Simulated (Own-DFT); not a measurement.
# Biaxial strain at fixed height in grey tin, 64 atoms (Sn64)

Calculated, not measured: single-point runs of Own-DFT, a retired in-house plane-wave DFT program that no person has reviewed, on unrelaxed cells, without spin or spin-orbit coupling.

Settings: PBE; PseudoDojo norm-conserving scalar-relativistic files; cutoff 42 hartree; 3 x 3 x 3 k mesh centred on Gamma; cold (Marzari-Vanderbilt) smearing of 0.2 eV.

Keep in mind: forces on such cells moved up to 12 meV/angstrom on a denser k mesh; stress not checked against mesh or cutoff.

Unstrained cell vectors in Å: (12.978, 0.000, 0.000); (0.000, 12.978, 0.000); (0.000, 0.000, 12.978). The unstrained cell has measured lattice constants (interpolated for alloys), not those of this functional. That, the random moves and any unrelaxed bonds set the pressure at no strain. Each run strains x and y alike by e, as a substrate would, and holds the height along z. Each coordinate of each atom was shifted by a normal deviate of width 0.05 Å. Stress is positive in tension.

```
e (%),u (Å),(s_xx + s_yy)/2 (GPa),s_zz (GPa)
-2.50,0.053,-6.83,-6.09
-2.50,0.050,-6.82,-6.12
-2.00,0.050,-6.17,-5.60
-2.00,0.049,-6.08,-5.54
-1.50,0.052,-5.48,-5.06
-1.50,0.051,-5.50,-5.00
-1.00,0.050,-4.81,-4.52
-1.00,0.051,-4.86,-4.55
-0.50,0.047,?,?
0.25,0.055,-3.47,-3.53
0.25,0.050,-3.32,-3.34
```

## Analysis

With e as a fraction, the in-plane stress is -3.7 + 112 e - 571 e² GPa (errors 4 and 191, scatter 0.05), and s_zz is -3.6 + 84 e - 612 e² GPa (slope ± 5, scatter 0.06). At e = 0 the first slope is C11 + C12 and the second 2 C12, both with the ions held to the strained lattice and at the cell's own pressure. A free layer would change its height as e changes, and the in-plane slope would drop by 2 C12²/C11 to the biaxial modulus. At fixed height, a misfit of 1 % moves the in-plane stress by about 1.1 GPa and s_zz by 0.8 GPa.

## Withheld run

The question: what are the two stresses at e = -0.50 %?

The fit gives -4.2 and -4.1 GPa. The run itself gave -4.19 and -4.07 GPa.
